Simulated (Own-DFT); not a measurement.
## Calculated data, Hf32O63 (monoclinic hafnia with one neutral oxygen vacancy, atoms displaced), Hf16O31 (monoclinic hafnia with two neutral oxygen vacancies, atoms displaced)

Computed with Own-DFT development build. A calculation, not a measurement: plane-wave PBE and HSE06 DFT by an unreviewed code, no spin, of a simulated cell at Gamma alone, so results move with cell size and shape, stress positive in tension, energies less offsets, not probed for a lower state with spin; hafnium file: forces about 75 meV/angstrom off all-electron values; oxygen file: force components 24 meV/angstrom off all-electron in a glass; k mesh not checked against a denser one; forces and stress are PBE's, HSE06 gives the energy alone, and its difference from PBE has offsets of its own; offsets are fitted by least squares, one for each functional and potential file, so energies compare only between cells with the same atoms and settings and are not formation energies; the far tail of each file's local potential was reset to the Coulomb form; each entry is a single point on an unrelaxed cell, so the pressure reflects the starting lattice, mostly measured values, from which strain is counted, and rises with the displacements; printed positions are rounded, which can move forces by about a meV/angstrom; the program is a retired in-house code; no spin-orbit coupling.

Settings shared by all entries: first functional PBE; second functional HSE06; exact exchange share 0.25; screening 0.11 1/bohr; exchange divergence Gygi-Baldereschi; potential files PseudoDojo norm-conserving, scalar-relativistic, made for PBE, standard set; wave cutoff 48 hartree; occupations fixed; k mesh 1 x 1 x 1 centred on Gamma.

(1) Hf32O63 (monoclinic hafnia with one neutral oxygen vacancy, atoms displaced)

```
cell vectors (Å)
  10.2340     0.0000     0.0000
   0.0000    10.3500     0.0000
  -1.6955     0.0000    10.4453
atoms (fractions of the cell vectors)
Hf  0.13955  0.02060  0.10345
Hf  0.36222  0.27191  0.14885
Hf  0.36372  0.48081  0.39651
Hf  0.13338  0.23427  0.35109
O   0.04283  0.16695  0.17436
O   0.46424  0.41641  0.07150
O   0.46084  0.33519  0.32241
O   0.03827  0.08475  0.42065
O   0.22478  0.37911  0.23627
O   0.27477  0.12871  0.01037
O   0.27056  0.12300  0.26073
O   0.22054  0.37230  0.48084
Hf  0.14119  0.01671  0.60105
Hf  0.35956  0.26714  0.64865
Hf  0.36260  0.48137  0.89689
Hf  0.13752  0.23462  0.85253
O   0.03523  0.16712  0.67564
O   0.45964  0.41733  0.57389
O   0.46845  0.33457  0.83149
O   0.03618  0.08154  0.92795
O   0.22499  0.38226  0.73400
O   0.27462  0.12653  0.51077
O   0.28119  0.12268  0.75864
O   0.22282  0.36880  0.99069
Hf  0.14118  0.52718  0.10678
Hf  0.36398  0.76989  0.14743
Hf  0.35841  0.98372  0.39784
Hf  0.14170  0.73185  0.35184
O   0.03742  0.66564  0.17368
O   0.46395  0.91636  0.07503
O   0.46286  0.83035  0.32753
O   0.03979  0.58646  0.42357
O   0.22375  0.87961  0.23898
O   0.27535  0.63175  0.00909
O   0.27861  0.62034  0.26171
O   0.22459  0.87163  0.49219
Hf  0.13566  0.52367  0.60204
Hf  0.36257  0.76782  0.64111
Hf  0.37056  0.98259  0.89989
Hf  0.14027  0.72765  0.85330
O   0.03573  0.66801  0.66855
O   0.45912  0.90863  0.57956
O   0.46339  0.83830  0.82085
O   0.03776  0.58368  0.91994
O   0.22643  0.88029  0.74073
O   0.28046  0.62807  0.51128
O   0.27404  0.62290  0.75802
O   0.22044  0.87298  0.98635
Hf  0.64136  0.02027  0.10467
Hf  0.86134  0.26905  0.14633
Hf  0.85992  0.48199  0.39787
Hf  0.63120  0.22903  0.35601
O   0.53866  0.16423  0.17266
O   0.96455  0.41370  0.07781
O   0.96221  0.33604  0.32557
O   0.53523  0.08543  0.42443
O   0.72001  0.38144  0.24278
O   0.77279  0.12747  0.01217
O   0.77808  0.11885  0.25745
O   0.71948  0.37215  0.48910
Hf  0.63648  0.02262  0.59809
Hf  0.86433  0.26591  0.65181
Hf  0.86139  0.47700  0.89777
Hf  0.64139  0.23082  0.85503
O   0.53309  0.16812  0.67546
O   0.96570  0.41442  0.57750
O   0.96153  0.33306  0.82721
O   0.54132  0.08014  0.92719
O   0.72545  0.38185  0.73670
O   0.77696  0.13096  0.50626
O   0.77530  0.11996  0.76161
O   0.72907  0.36863  0.99333
Hf  0.63923  0.52100  0.09926
Hf  0.86590  0.77212  0.14558
Hf  0.85652  0.97754  0.39534
Hf  0.63417  0.73163  0.35203
O   0.53972  0.66823  0.17805
O   0.96336  0.91189  0.07760
O   0.96320  0.83603  0.32522
O   0.53744  0.58566  0.42306
O   0.72576  0.87770  0.23647
O   0.77672  0.62921  0.00377
O   0.77529  0.62629  0.25976
O   0.72469  0.87173  0.48657
Hf  0.63901  0.52090  0.60986
Hf  0.86394  0.77079  0.64391
Hf  0.86281  0.98198  0.89710
Hf  0.63341  0.73018  0.84983
O   0.53787  0.66557  0.67202
O   0.96043  0.91197  0.57807
O   0.96640  0.83803  0.82847
O   0.53849  0.58433  0.92690
O   0.77505  0.63141  0.50858
O   0.77977  0.62249  0.75870
O   0.72611  0.86995  0.98745
```

- PBE energy of cell above offsets: -94.198 eV
- HSE06 less PBE above offsets: -0.147 eV
- PBE pressure: 4.34 GPa
- PBE stress xx: -4.32 GPa
- PBE stress yy: -3.78 GPa
- PBE stress zz: -4.92 GPa
- PBE stress yz: 0.16 GPa
- PBE stress xz: -0.16 GPa
- PBE stress xy: 0.17 GPa

Force:
```
element  x (eV/Å)  y (eV/Å)  z (eV/Å)
     Hf    -0.181    -0.093    -0.245
     Hf     -0.23     -0.34    -1.237
     Hf    -0.119    -0.139     0.253
     Hf     0.097    -0.452      0.46
      O    -1.603     0.489    -0.764
      O     0.102     -0.02     0.686
      O     0.634    -0.323     0.563
      O    -0.784    -0.637      0.42
      O    -0.134     0.526    -0.089
      O     0.409     0.215      0.05
      O     1.215    -0.361      0.33
      O     0.167     0.076     0.795
     Hf    -1.073     0.266     0.766
     Hf     0.248     0.838    -0.652
     Hf    -0.242    -0.488    -0.422
     Hf     0.188    -1.275     0.605
      O     0.421    -0.582    -0.225
      O     0.512    -0.184     0.756
      O     -0.14     0.069    -0.302
      O     0.132      1.04    -0.767
      O    -0.108    -0.476     0.842
      O     0.571      0.21     0.074
      O    -0.504     0.169     0.337
      O     0.282     0.634    -0.425
     Hf    -0.558    -1.561    -0.748
     Hf     0.112     0.539     -0.45
     Hf    -0.065     -0.65     -0.55
     Hf    -0.868    -0.139     0.543
      O    -0.055     0.198      0.09
      O     0.175    -0.336     0.649
      O     -0.69      1.13     0.296
      O    -0.541    -0.073    -0.453
      O     0.241    -0.191     0.335
      O     0.433    -0.299     0.358
      O    -0.073     0.459    -0.362
      O    -0.307    -0.174    -0.756
     Hf     0.247    -0.341    -0.206
     Hf    -1.142    -0.123     1.177
     Hf    -1.643    -0.383    -0.889
     Hf    -0.556     1.309    -0.301
      O     0.047    -0.018     0.449
      O     2.062     2.146    -1.051
      O     0.869    -0.662     0.508
      O    -0.444    -0.537     0.385
      O    -0.135    -0.035    -0.527
      O    -0.208     0.122    -0.506
      O     0.465    -0.318     0.464
      O     0.496    -0.298     0.471
     Hf     0.105    -0.363     0.299
     Hf      0.34     0.162     0.627
     Hf    -0.277    -0.026    -0.254
     Hf     1.792     1.187    -0.793
      O     -0.78     0.456     0.291
      O      0.61     0.603    -0.084
      O    -0.123     0.063    -0.029
      O    -1.034    -0.803    -0.094
      O     0.266    -0.196    -0.492
      O     0.722     0.417    -0.235
      O    -0.265     0.215     0.506
      O     0.179    -0.096     0.173
     Hf     0.085     -0.42     1.479
     Hf     0.017     0.833    -1.668
     Hf      0.57     1.326     0.043
     Hf     -0.83    -0.406     0.126
      O     0.668      -0.6    -0.304
      O    -0.254         0     0.013
      O     0.538    -0.334     0.323
      O     0.094     0.843    -0.839
      O    -0.286    -0.667      1.06
      O    -0.407    -0.283     0.574
      O    -0.257    -0.126     -0.48
      O    -0.546     0.041    -0.551
     Hf     0.313     0.267     1.559
     Hf    -1.045    -0.597    -0.194
     Hf      1.36     0.424    -0.327
     Hf     1.036    -0.796     0.626
      O    -0.788    -0.375    -1.366
      O     0.931     0.993    -0.002
      O     0.797    -0.315      0.32
      O    -0.497    -0.428     0.199
      O    -0.393     0.276     0.208
      O    -0.043    -0.208     0.634
      O      0.44    -0.734    -0.037
      O    -0.813     0.392     0.479
     Hf      0.38    -0.081    -1.803
     Hf    -0.793    -0.081     0.602
     Hf     0.301    -1.143    -0.235
     Hf     1.116      0.58     0.551
      O     -0.51     0.258     0.261
      O     1.362     1.488     -0.61
      O    -0.194    -0.388    -0.328
      O    -0.718     0.124      -0.9
      O     0.043    -0.345     0.269
      O      -0.5    -0.081     0.252
      O    -0.431     0.022    -0.577
```

(2) Hf16O31 (monoclinic hafnia with two neutral oxygen vacancies, atoms displaced)

```
cell vectors (Å)
  10.2340     0.0000     0.0000
   0.0000    10.3500     0.0000
  -1.6955     0.0000    10.4453
atoms (fractions of the cell vectors)
Hf  0.13920  0.03123  0.10191
Hf  0.37265  0.26226  0.13518
Hf  0.35455  0.48776  0.38837
Hf  0.13673  0.21913  0.36154
O   0.03817  0.16322  0.19007
O   0.46763  0.41143  0.07265
O   0.46077  0.33831  0.32517
O   0.03660  0.08921  0.43254
O   0.24081  0.37165  0.23112
O   0.28025  0.12280  0.01788
O   0.27275  0.12671  0.26411
O   0.21331  0.38248  0.50148
Hf  0.14235  0.02527  0.59726
Hf  0.35273  0.27548  0.63828
Hf  0.35968  0.47391  0.91490
Hf  0.14327  0.23189  0.84813
O   0.02873  0.18186  0.67158
O   0.46709  0.41747  0.57478
O   0.45876  0.33700  0.83717
O   0.03229  0.07868  0.91220
O   0.23221  0.37657  0.74345
O   0.28195  0.13372  0.51256
O   0.27496  0.12334  0.76956
O   0.21882  0.37229  0.98006
Hf  0.14689  0.52339  0.10250
Hf  0.36443  0.76236  0.15023
Hf  0.34613  0.97381  0.38731
Hf  0.13538  0.73152  0.36027
O   0.46361  0.91522  0.08507
O   0.45263  0.84142  0.34002
O   0.03563  0.57589  0.41184
O   0.21422  0.87500  0.23551
O   0.27492  0.63361  0.02324
O   0.22848  0.87269  0.49505
Hf  0.12584  0.50911  0.60284
Hf  0.35818  0.76689  0.63572
Hf  0.35332  0.98662  0.88398
Hf  0.13542  0.71701  0.85907
O   0.03900  0.67579  0.66661
O   0.45590  0.91339  0.57702
O   0.47617  0.82994  0.83130
O   0.03898  0.57012  0.92767
O   0.22455  0.87430  0.72707
O   0.27379  0.62831  0.50528
O   0.28040  0.60875  0.75663
O   0.22479  0.86362  0.98641
Hf  0.63551  0.03827  0.10205
Hf  0.86403  0.27582  0.14440
Hf  0.86756  0.48449  0.39128
Hf  0.63447  0.23015  0.35759
O   0.53816  0.17175  0.17574
O   0.97392  0.41703  0.08172
O   0.96014  0.33989  0.32300
O   0.53518  0.08644  0.41975
O   0.72727  0.37054  0.23978
O   0.77945  0.11913  0.01364
O   0.76686  0.11113  0.25885
O   0.72743  0.38046  0.48902
Hf  0.63128  0.02191  0.59174
Hf  0.88275  0.27296  0.63225
Hf  0.85591  0.48976  0.89137
Hf  0.62951  0.23334  0.84284
O   0.53890  0.16306  0.67136
O   0.96993  0.42055  0.57841
O   0.95235  0.34358  0.82927
O   0.52324  0.08929  0.91097
O   0.73301  0.36663  0.73994
O   0.76765  0.12271  0.50439
O   0.76698  0.11949  0.75399
O   0.72918  0.36998  0.98463
Hf  0.64353  0.52896  0.09974
Hf  0.85835  0.77153  0.14076
Hf  0.85252  0.98534  0.39001
Hf  0.64568  0.72849  0.35074
O   0.54127  0.67894  0.16852
O   0.96138  0.91428  0.07216
O   0.94732  0.84232  0.31586
O   0.53203  0.57769  0.42033
O   0.72900  0.88258  0.23449
O   0.77522  0.62351  0.00164
O   0.78363  0.61751  0.26456
O   0.72959  0.87232  0.48561
Hf  0.63458  0.51711  0.59504
Hf  0.85831  0.77173  0.63690
Hf  0.86427  0.98478  0.90270
Hf  0.62686  0.73776  0.84701
O   0.53578  0.67363  0.67310
O   0.95470  0.92557  0.58521
O   0.97005  0.84186  0.82116
O   0.53838  0.58942  0.90916
O   0.71916  0.88152  0.74413
O   0.76582  0.62553  0.50695
O   0.76375  0.62556  0.75924
O   0.72731  0.87060  0.99303
```

- PBE energy of cell above offsets: -80.480 eV
- HSE06 less PBE above offsets: 1.058 eV
- PBE pressure: 7.45 GPa
- PBE stress xx: -9.27 GPa
- PBE stress yy: -7.31 GPa
- PBE stress zz: -5.76 GPa
- PBE stress yz: 0.88 GPa
- PBE stress xz: -0.8 GPa
- PBE stress xy: 0.29 GPa

Force:
```
element  x (eV/Å)  y (eV/Å)  z (eV/Å)
     Hf    -1.176     -2.97     0.022
     Hf     -2.05     2.006     2.468
     Hf     0.495    -1.272     0.278
     Hf     0.841     3.719    -1.734
      O    -0.833     -0.39    -1.427
      O     1.225     0.742      1.52
      O     1.205    -0.737      0.25
      O    -0.992     -0.73    -0.407
      O    -1.451      1.82     0.077
      O    -0.271     0.307    -1.447
      O      0.35    -0.908    -0.339
      O     1.258    -2.371    -2.282
     Hf    -1.647    -2.916     2.665
     Hf      3.09     1.462     1.789
     Hf     2.049     2.319    -5.101
     Hf    -3.035     1.241     1.448
      O     6.651     -4.28     0.645
      O    -1.704    -1.181    -0.001
      O     0.489    -0.853    -1.247
      O      2.47     2.062     1.157
      O    -1.603     -0.64    -0.584
      O     -0.89    -0.209    -0.187
      O    -0.561     0.869    -2.715
      O     -0.23    -1.079     1.109
     Hf    -2.707    -1.782     2.337
     Hf    -0.726     3.741    -0.211
     Hf     1.645     1.346     1.127
     Hf    -0.784    -0.323    -1.403
      O      0.06     0.801    -0.303
      O     2.594     -2.96    -1.376
      O      0.81     1.154       0.5
      O    -0.004     0.684     0.389
      O     0.832    -1.531    -0.996
      O    -1.937     0.703    -1.696
     Hf     4.564     4.785      2.25
     Hf     0.793    -0.939     2.477
     Hf     1.833    -4.696     2.514
     Hf    -0.316     2.687    -1.881
      O    -0.404    -0.931    -0.283
      O     0.983     1.333     -0.51
      O    -5.903     3.906    -0.643
      O     0.748      1.61    -0.765
      O     0.068     1.216     0.899
      O    -0.177      0.21     -0.78
      O    -1.129     0.701     1.174
      O     0.094     0.786    -0.294
     Hf    -0.055    -4.775    -1.277
     Hf     0.179     0.374    -0.776
     Hf     -2.09    -1.253    -0.282
     Hf     0.118     1.505      0.32
      O     0.029     0.133         0
      O    -0.585    -0.164     0.392
      O      1.55    -1.525     0.897
      O    -1.682    -0.683    -0.733
      O    -0.478     1.198    -0.926
      O    -0.237     1.957     0.334
      O     0.478     2.159    -0.101
      O     0.402    -1.198    -0.878
     Hf     0.177    -0.932     3.267
     Hf    -10.12     1.004     2.162
     Hf    -0.884    -1.696    -0.782
     Hf     2.179    -0.027    -0.167
      O    -2.666     1.374    -0.905
      O    -2.234    -0.142    -1.229
      O     3.539    -2.114    -0.976
      O     0.223    -0.271     1.541
      O    -1.384     1.888    -1.398
      O     1.381     1.816     0.011
      O     0.945    -0.149     0.451
      O    -0.537     0.203     1.048
     Hf    -0.143    -1.402    -1.298
     Hf     0.223     1.272    -0.976
     Hf     0.327    -1.266     0.876
     Hf    -1.257     0.837       0.8
      O       0.8    -1.368     0.401
      O     1.792     0.286     1.208
      O      3.05     -1.61      1.37
      O     0.171     1.446    -1.475
      O    -1.896    -0.665     0.239
      O     0.008     0.984     2.474
      O    -0.893     0.905    -1.479
      O    -1.031    -0.858     -0.85
     Hf    -0.016     0.197     2.852
     Hf    -0.209     0.839      3.05
     Hf    -1.959    -1.909    -3.342
     Hf     4.528    -0.579     0.789
      O    -0.369    -1.045    -2.291
      O     1.959     1.111    -1.131
      O     0.189    -1.525     0.341
      O    -1.817    -2.689     3.018
      O     0.905     0.051     -1.59
      O     1.301     1.087    -0.565
      O     1.952     -1.09    -1.019
      O    -0.479    -0.207     0.118
```
